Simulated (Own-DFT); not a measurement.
# Which arrangement is lower? In48P48, 96 atoms

All numbers below are calculated, not measured. The program, named Own-DFT, is a retired in-house plane-wave density functional code that no person has reviewed. Each row is one single-point run on a periodic cell that was not relaxed, without spin or spin-orbit coupling.

Settings of every run: PBE; PseudoDojo norm-conserving scalar-relativistic files; cutoff 36 hartree; 2 x 3 x 3 k mesh centred on Gamma; Fermi-Dirac smearing of 0.1 eV.

Known limits, some of them of some rows only: not probed for a lower state with spin; forces on such cells failed a check on a denser k mesh; forces not confirmed at this smearing and k mesh; stress not checked against mesh or cutoff.

All cells hold the same atoms in the same cell, with vectors in Å (17.606, 0.000, 0.000); (0.000, 11.737, 0.000); (0.000, 0.000, 11.737). Every atom was moved at random from its ideal site; u is the rms move along one axis. The defect's site can differ from row to row. E is the free energy of the cell above the lowest run. The arrangements:

- A: zincblende InP
- B: zincblende InP, with one In on a P site and one P on an In site, 2.5 Å apart

```
arrangement   u (Å)  E (eV)  P (GPa)
          A  0.0194   0.008     3.20
          A  0.0194   0.000     3.20
          A  0.0216   0.088     3.21
          A  0.0478   2.829     3.58
          A  0.0486   2.536     3.52
          A  0.0493   3.079     3.63
          B  0.0284   4.639     3.51
          B  0.0292   4.679     3.51
          B  0.0301   4.705     3.51
          B  0.0464   6.556     3.79
          B  0.0487   6.330     3.71
          B  0.0507   7.450     3.92
```

Question: once the cost of the random moves is taken out, how do the arrangements rank?

## Worked answer

Fit E = a + b u², with one b for all and one a for each arrangement, and with residuals divided by u², since the noise grows with the moves. Then b = 1404 eV/Å², the scatter at u = 0.04 Å is 0.16 eV, and against A:

- B: 4.01 ± 0.06 eV (higher)

These are energies of unrelaxed cells. Relaxing the atoms lowers the strained arrangements most, so the gaps would shrink and small ones could change sign.
